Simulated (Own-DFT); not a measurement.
# Response to strain: wurtzite AlGaN with randomly placed atoms, 72 atoms (Al27Ga9N36)

All numbers below are calculated, not measured. They come from Own-DFT, an in-house plane-wave density functional program, since retired, whose code no person has reviewed. Each row is one single-point run on a periodic cell that was not relaxed, without spin or spin-orbit coupling.

Settings of every run: PBE; PseudoDojo norm-conserving scalar-relativistic files (stringent for Ga); cutoff 96 hartree; 4 x 4 x 3 k mesh centred on Gamma; Gaussian smearing of 0.01 eV.

Known limits: forces on such cells passed a denser k mesh, each cell not checked; stress not checked against mesh or cutoff.

Unstrained cell vectors in Å: (9.394, 0.000, 0.000); (-4.697, 8.135, 0.000); (0.000, 0.000, 10.066). The unstrained cell has measured lattice constants (interpolated for alloys), not those of this functional. That, the random moves and any unrelaxed bonds set the pressure at no strain. Each run strains this cell uniformly, with the atoms carried along. Every atom was also moved at random, by a Gaussian of width 0.05 Å on each axis. The random placing of the alloy's atoms differs from row to row. Strain is the symmetric tensor, in per cent. Stress is positive in tension, and the pressure is minus a third of its trace.

| run | e_xx (%) | e_yy (%) | e_zz (%) | s_xx (GPa) | s_yy (GPa) | s_zz (GPa) | P (GPa) | E (meV/atom) |
|---|---|---|---|---|---|---|---|---|
| 1 | 0.00 | 0.00 | -1.25 | -8.36 | -7.46 | -12.11 | 9.31 | 17.2 |
| 2 | 0.00 | 0.00 | -1.50 | -5.86 | -6.48 | -16.23 | 9.52 | 9.1 |
| 3 | 0.00 | 0.00 | 2.75 | -4.99 | -5.45 | 5.48 | 1.65 | 11.1 |
| 4 | 0.00 | 0.00 | -1.00 | -7.92 | -5.44 | -12.73 | 8.70 | 18.1 |
| 5 | 0.00 | 0.00 | -0.25 | -6.06 | -8.26 | -9.13 | 7.82 | 28.9 |
| 6 | 0.00 | 0.00 | 3.00 | -3.64 | -4.21 | 5.31 | 0.85 | 0.0 |
| 7 | 0.00 | 0.00 | -2.00 | -6.13 | -8.24 | -17.32 | 10.56 | 9.1 |
| 8 | 0.00 | 0.00 | -0.50 | -7.68 | -4.67 | -10.88 | 7.74 | 9.0 |
| 9 | 0.00 | 0.00 | 0.75 | ? | ? | ? | ? | ? |

E is the free energy for each atom above the lowest run shown.

## Worked fit

The change of volume is close to e_xx + e_yy + e_zz. A straight line through the runs shown gives P = 6.84 - 192 x (fractional change of volume) GPa, with an error of 5 on the slope and a scatter of 0.25 GPa. The strain isn't the same on all axes and the cell isn't cubic, so the slope belongs to this path and is not the bulk modulus.

## Withheld run

Question: what pressure should run 9 give? Its volume changes by 0.75 %.

The line gives 5.4 GPa. The calculation gave 5.37 GPa.
